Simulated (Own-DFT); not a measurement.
# What random displacements cost in 4H SiC, 32 atoms (C16Si16)

Calculated results; nothing here was measured. They come from Own-DFT, an in-house plane-wave density functional program, since retired, whose code no person has reviewed. Each row is one single-point run on a periodic cell that was not relaxed, without spin or spin-orbit coupling.

Settings of every run: PBE; PseudoDojo norm-conserving scalar-relativistic files; cutoff 42 hartree; 5 x 5 x 3 k mesh centred on Gamma; Fermi-Dirac smearing of 0.1 eV.

Known limits: forces on such cells passed a denser k mesh, each cell not checked; stress not checked against mesh or cutoff.

Cell vectors in Å: (6.165, 0.000, 0.000); (-3.083, 5.339, 0.000); (0.000, 0.000, 10.068). In each run every atom was moved at random and independently from its ideal site; u is the rms move along one axis. E is the free energy for each atom above the fitted value at u = 0, and F the rms of the force components.

| run | u (Å) | E (meV/atom) | F (eV/Å) | largest force (eV/Å) | P (GPa) |
|---|---|---|---|---|---|
| 1 | 0.0317 | 34.8 | 0.821 | 2.61 | 3.59 |
| 2 | 0.0338 | ? | ? | ? | ? |
| 3 | 0.0595 | 167.8 | 2.096 | 6.48 | 7.44 |
| 4 | 0.0629 | 143.7 | 1.829 | 5.84 | 6.29 |
| 5 | 0.1023 | 386.0 | 3.052 | 9.37 | 12.66 |
| 6 | 0.1053 | 401.5 | 3.320 | 12.92 | 11.27 |
| 7 | 0.1060 | 397.1 | 3.079 | 12.22 | 12.94 |

## Worked fit

For small independent moves the energy grows as E = (3/2) K u², with K the mean stiffness felt by one atom. The runs with u up to 0.11 Å give K = 25.2 ± 1.9 eV/Å², with residuals divided by u² + 0.0006 Å², since the noise grows with the moves. The scatter is 13.9 meV/atom at u = 0.05 Å. The forces follow F = G u with G = 30.2 eV/Å²; no force at u = 0 is resolved. G exceeds K because the moves of its neighbours add to the force on an atom, and stiffness differs between atoms. The pressure follows P = 3.40 + 818 u² GPa: at fixed volume, shortened bonds push harder than stretched ones pull.

## Withheld run

Question: what energy and rms force should run 2 give?

The fit gives 43 ± 8 meV/atom and about 1.02 eV/Å. The calculation gave 40.1 meV/atom and 0.846 eV/Å. This run lies off the fit, by chance or by something that the fit leaves out.
